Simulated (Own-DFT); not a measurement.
# Point defects and the pressure they add: C11b WSi2

Calculated, not measured: single-point runs of Own-DFT, a retired in-house plane-wave DFT program that no person has reviewed, on unrelaxed cells, without spin or spin-orbit coupling.

All runs used: PBE; PseudoDojo norm-conserving scalar-relativistic files; cutoff 50 hartree; 5 x 5 x 5 k mesh centred on Gamma; cold (Marzari-Vanderbilt) smearing of 0.2 eV.

Known weak points: forces on such cells failed a check on a denser k mesh; stress not checked against mesh or cutoff.

All runs share one cell, with vectors in Å (-2.148, -5.953, 3.409); (-6.444, 2.976, 1.136); (-2.553, -2.948, -6.757) and a volume of 403.2 Å³. u is the rms random offset of the atoms per axis. The defect's site can differ from row to row.

```
cell,formula,u (Å),P (GPa)
no defect,Si20W10,0.0203,4.53
no defect,Si20W10,0.0465,5.83
no defect,Si20W10,0.0503,5.34
one W vacancy,Si20W9,0.0279,3.46
one W vacancy,Si20W9,0.0484,3.90
one W vacancy,Si20W9,0.0554,4.95
one Si on a W site,Si21W9,0.0300,6.26
one Si on a W site,Si21W9,0.0361,?
one Si on a W site,Si21W9,0.0510,7.01
one Si on a W site,Si21W9,0.0528,7.17
one W on a Si site,Si19W11,0.0298,10.39
one W on a Si site,Si19W11,0.0350,10.27
one W on a Si site,Si19W11,0.0488,10.70
one Si vacancy,Si19W10,0.0286,3.43
one Si vacancy,Si19W10,0.0290,3.25
one Si vacancy,Si19W10,0.0569,5.06
```

## Worked fit

P = P0 + c u² + a shift for each defect gives P0 = 4.29 GPa, c = 554 ± 81 GPa/Å² and a scatter of 0.29 GPa. The shifts, and each times the cell's volume:

- one W on a Si site: 5.33 ± 0.23 GPa, 13.4 eV
- one Si on a W site: 1.36 ± 0.24 GPa, 3.4 eV
- one Si vacancy: -1.28 ± 0.23 GPa, -3.2 eV
- one W vacancy: -1.33 ± 0.24 GPa, -3.3 eV

Against the defect-free cell, a freed cell would be larger where the shift is positive and smaller where it is negative (160.2 GPa Å³ is 1 eV). The atoms around the defects weren't relaxed, which would change these numbers.

## The run left out

Question: what pressure belongs in the blank (one Si on a W site, u = 0.0361 Å)?

Estimate: 6.37 ± 0.34 GPa. The hidden result is 6.46 GPa.
